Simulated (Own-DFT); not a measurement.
Simulation results for GaP (zincblende, strained, atoms displaced)

A calculation, not a measurement: plane-wave PBE density functional theory by an unreviewed code, no spin, of a simulated periodic cell, stress positive in tension, free energy of the whole cell less one offset for each atom, forces on such cells passed a denser k mesh, this cell's mesh not checked; offsets are fitted by least squares, one for each functional and potential file, so energies compare only between cells with the same atoms and settings and are not formation energies; the far tail of each file's local potential was reset to the Coulomb form; each entry is a single point on an unrelaxed cell, so the pressure reflects the starting lattice, mostly measured values (interpolated for alloys), from which strain is counted, and rises with the displacements; printed positions are rounded, which can move forces by about a meV/angstrom; the program, named Own-DFT, is a retired in-house code; no spin-orbit coupling. Program: Own-DFT development build.

```xyz
64
Lattice="10.8336 0.1383 -0.1076 0.1383 10.7738 -0.2042 -0.1076 -0.2042 10.9863" Properties=species:S:1:pos:R:3 formula=GaP functional=PBE potential_files=PseudoDojo_norm-conserving,scalar-relativistic,standard_set wave_cutoff=42 occupations=Fermi-Dirac smearing_width=0.1 k_mesh=3_x_3_x_3_centred_on_Gamma
Ga     0.0356    10.5330    10.7729
Ga     0.0808     2.6651     2.7243
Ga     2.8145    10.7583     2.4535
Ga     2.6797     2.5130    10.8964
P      1.2994     1.2716     1.3112
P      1.3581     3.9998     4.0881
P      4.1231     1.2238     4.1265
P      4.1028     4.0666     1.1682
Ga     0.1245    10.5673     5.1682
Ga    10.6677     2.6101     8.1193
Ga     2.8230    10.6247     8.0193
Ga     2.6701     2.5418     5.4183
P      1.2835     1.2422     6.7978
P      1.2812     3.8488     9.4753
P      4.0169     1.2912     9.5541
P      4.0853     3.8560     6.7229
Ga    10.7437     5.3241    10.7457
Ga     0.0929     7.9764     2.6051
Ga     2.6694     5.4089     2.7172
Ga     2.6061     8.0129    10.8019
P      1.4182     6.7588     1.2651
P      1.4488     9.2943     3.9565
P      4.0889     6.7102     3.8543
P      4.1443     9.4054     1.0577
Ga    10.8146     5.4327     5.2842
Ga     0.0545     7.9131     8.0106
Ga     2.6856     5.2538     8.1236
Ga     2.7262     7.9899     5.3041
P      1.3970     6.5872     6.7872
P      1.4461     9.1857     9.4370
P      4.0491     6.5726     9.5231
P      4.1000     9.3162     6.6662
Ga     5.5712    10.8145    -0.2249
Ga     5.4665     2.7746     2.7178
Ga     8.1244     0.1081     2.6272
Ga     8.1566     2.7648    -0.0928
P      6.8197     1.4733     1.3816
P      6.6418     4.0839     3.9962
P      9.4712     1.3964     3.9742
P      9.5557     4.1470     1.1508
Ga     5.5656    10.6944     5.1961
Ga     5.3799     2.6766     8.1942
Ga     8.2150    10.6772     7.9465
Ga     8.0522     2.6717     5.4104
P      6.7086     1.3051     6.7481
P      6.7878     3.9324     9.4941
P      9.4054     1.3116     9.4747
P      9.3922     4.0199     6.6976
Ga     5.4237     5.2618    10.8277
Ga     5.4768     8.1048     2.6002
Ga     8.2008     5.4587     2.5447
Ga     8.1320     8.0247    10.6921
P      6.8530     6.7811     1.2037
P      6.9207     9.4163     3.8620
P      9.4717     6.7425     3.8955
P      9.5999     9.5366     1.1433
Ga     5.3016     5.3214     5.3169
Ga     5.3894     7.9580     8.0573
Ga     8.1067     5.3261     8.0956
Ga     8.2489     8.1055     5.2480
P      6.7917     6.6788     6.6256
P      6.7313     9.3561     9.3865
P      9.3962     6.7399     9.3637
P      9.5461     9.3853     6.5222
```

Units: wave_cutoff in hartree; smearing_width in eV.

## Withheld values
1. Estimate the pressure of GaP (zincblende, strained, atoms displaced).
2. Give the missing stress xx for GaP (zincblende, strained, atoms displaced).

## Answers
1. 4.34 GPa
2. -4.53 GPa

Further results for GaP (zincblende, strained, atoms displaced):

| Property | Result |
| --- | --- |
| free energy of cell above offsets | -32.639 eV |
| stress yy | -4.98 GPa |
| stress zz | -3.52 GPa |
| stress yz | -3.43 GPa |
| stress xz | -1.87 GPa |
| stress xy | 2.16 GPa |

Force:
```
element  x (eV/Å)  y (eV/Å)  z (eV/Å)
     Ga    -0.574    -0.424    -0.297
     Ga    -0.837    -0.242    -0.318
     Ga     0.263    -0.327     0.644
     Ga    -1.285    -0.017     0.213
      P     1.028     1.054     0.061
      P     0.633    -0.194     -0.16
      P    -0.955      0.89    -1.484
      P     0.136     0.481     1.444
     Ga    -0.811     1.239     1.204
     Ga     0.785     0.653     -0.85
     Ga    -0.628     0.626     0.156
     Ga     0.085    -0.049     0.057
      P    -0.198    -0.713     0.343
      P     0.108     0.082     0.235
      P     0.466     -0.99    -0.323
      P    -0.724     1.117     0.151
     Ga     0.298     0.343    -0.058
     Ga    -0.856     0.248     0.429
     Ga     0.071    -0.965    -1.341
     Ga     0.922    -2.413     0.914
      P     0.208    -0.547    -0.983
      P     0.666     0.106    -1.426
      P     0.235     0.459     1.235
      P     0.879     0.673     1.176
     Ga    -0.379    -0.144     0.743
     Ga    -0.696     0.146     0.863
     Ga     0.509     -0.77     0.263
     Ga     0.346    -0.519     0.594
      P     0.164    -0.063    -1.317
      P    -1.464     1.771     -1.68
      P    -0.269     0.488    -0.561
      P     0.659     0.026    -0.723
     Ga    -0.407     1.037     0.497
     Ga    -1.667    -0.888    -0.903
     Ga    -0.146    -0.511     0.622
     Ga    -0.087    -0.012     0.149
      P    -0.578    -0.356    -1.165
      P     2.501     0.494     0.316
      P     0.297     0.423     0.342
      P     0.127    -0.168     0.585
     Ga    -0.173    -0.614     1.084
     Ga     0.216      -0.8    -0.244
     Ga     -0.68     0.196    -0.024
     Ga    -0.285     0.054    -0.733
      P     0.199    -0.204      0.75
      P     0.051     0.337    -0.024
      P    -0.244    -1.049     0.563
      P     0.827     0.203    -0.046
     Ga    -0.263    -0.334     0.332
     Ga     0.052    -0.012    -0.801
     Ga    -0.898      -0.9    -0.021
     Ga     -0.75      0.16     1.188
      P      0.27     0.731    -0.333
      P     0.149     0.292    -0.441
      P      1.14     0.388    -0.081
      P     0.251    -0.306    -0.705
     Ga     0.091     0.603     0.689
     Ga     0.056    -0.421    -0.005
     Ga    -0.594       0.1    -0.386
     Ga    -1.305    -0.859     0.086
      P     -0.15     0.093     0.102
      P     0.929    -0.158    -0.794
      P     1.387    -0.351    -0.413
      P     0.898     0.807      0.61
```
